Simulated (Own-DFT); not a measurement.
# How strain changes the stress of 3C SiC, 96 atoms (C48Si48)

All numbers below are calculated, not measured. They come from Own-DFT, an in-house plane-wave density functional program, since retired, whose code no person has reviewed. Each row is one single-point run on a periodic cell that was not relaxed, without spin or spin-orbit coupling.

Settings of every run: PBE; PseudoDojo norm-conserving scalar-relativistic files; cutoff 42 hartree; 3 x 4 x 4 k mesh centred on Gamma; Fermi-Dirac smearing of 0.1 eV.

Known limits: forces on such cells passed a denser k mesh, each cell not checked; stress not checked against mesh or cutoff.

Unstrained cell vectors in Å: (13.079, 0.000, 0.000); (0.000, 8.719, 0.000); (0.000, 0.000, 8.719). The unstrained cell has measured lattice constants (interpolated for alloys), not those of this functional. That, the random moves and any unrelaxed bonds set the pressure at no strain. Each run strains this cell uniformly, with the atoms carried along. Every atom was also moved at random, by a Gaussian of width 0.05 Å on each axis. Strain is the symmetric tensor, in per cent. Stress is positive in tension, and the pressure is minus a third of its trace.

```
run  e_xx (%)  e_yy (%)  e_zz (%)  e_yz (%)  e_xz (%)  e_xy (%)  s_xx (GPa)  s_yy (GPa)  s_zz (GPa)  s_yz (GPa)  s_xz (GPa)  s_xy (GPa)  P (GPa)  E (meV/atom)
  1     -0.94      0.09     -0.70     -0.96      1.84     -0.45      -10.63       -7.61      -10.08       -4.93        9.90       -2.39     9.44          33.6
  2      0.90     -1.93     -0.26      0.88     -1.01     -0.73       -5.27      -12.12       -8.54        4.83       -6.20       -3.69     8.64          25.0
  3     -1.03      1.32      1.90     -1.38     -0.08      0.63       -4.53        0.02        2.00       -7.18        0.70        3.10     0.84           7.7
  4     -0.65     -1.20     -1.37      0.20     -1.72      1.62      -13.17      -14.20      -14.24        1.82      -10.19        7.75    13.87          55.3
  5     -0.44      1.02     -0.98      0.58     -0.71      0.56       -7.23       -3.36       -8.66        2.84       -4.79        2.43     6.42          11.3
  6     -0.67      1.13      1.11     -0.39      1.24      1.12       -4.61       -0.52       -0.31       -3.62        6.49        5.95     1.81           0.0
  7     -0.02     -1.30     -0.80      0.53      0.39     -0.45       -8.38      -11.92      -10.58        4.51        2.84       -3.84    10.30          14.8
  8      0.48     -1.89      1.44     -0.03     -1.40     -0.59       -4.90       -9.76       -2.12        1.09       -8.28       -4.45     5.59          16.7
  9      1.70     -0.01     -0.05     -1.04      0.14      1.90        1.07       -3.17       -2.71       -5.96        1.88        9.03     1.61           3.0
 10      1.27     -1.59      0.06      0.17      0.44     -0.65       -2.75       -9.45       -5.73        0.45        1.27       -4.36     5.98          11.7
 11     -0.08     -1.11     -0.09      0.07     -1.64     -1.28       -7.80      -10.02       -7.46       -0.65       -8.92       -7.10     8.43          15.7
 12     -1.39      1.75      1.17     -0.83     -0.13      1.41       -6.35        0.78       -0.87       -4.49       -0.58        8.24     2.14           8.4
 13      1.31      0.66      0.36      0.97      0.80     -1.23        0.59       -1.73       -2.00        6.49        4.50       -6.96     1.04          23.3
 14      0.80     -0.50     -1.59     -1.32     -0.81     -0.89       -5.47       -8.68      -11.09       -6.63       -4.45       -5.04     8.41          22.0
 15     -0.82      1.98      0.73      1.04     -0.74      1.50           ?           ?           ?           ?           ?           ?        ?             ?
```

E is the free energy for each atom above the lowest run shown.

## Worked fit

Each stress component was fitted by least squares to a constant and the strains of the runs shown, as fractions, with shears doubled. Shear strains stay in the fit of a normal stress only where such slopes are resolved. The slopes, in GPa:

```
stress,at no strain,per e_xx,per e_yy,per e_zz,scatter
s_xx,-5.6,400 ± 15,161 ± 12,157 ± 13,0.47
s_yy,-5.7,145 ± 17,377 ± 14,148 ± 15,0.54
s_zz,-5.7,161 ± 13,149 ± 11,391 ± 11,0.41
```

Each shear stress against twice its own strain: yz 276 ± 22, xz 275 ± 12, xy 257 ± 10 GPa. These are stiffnesses along x, y and z of the frame in which the cell vectors are given, which need not be the crystal's axes. The atoms are held to the strained lattice; where symmetry lets them move under strain, relaxing them would lower some slopes. The table should be nearly symmetric about its diagonal, and what it lacks of that shows the noise. A ninth of its sum, 232 ± 6 GPa, estimates the bulk modulus near the mean pressure of these runs, 6.0 GPa, so it lies above the value at zero pressure.

## Withheld run

Question: what normal stresses and pressure should run 15 give?

The fit gives s_xx = -4.6, s_yy = 1.6, s_zz = -1.2 and P = 1.4 GPa. The calculation gave -5.29, 1.56, -1.21 and P = 1.65 GPa.
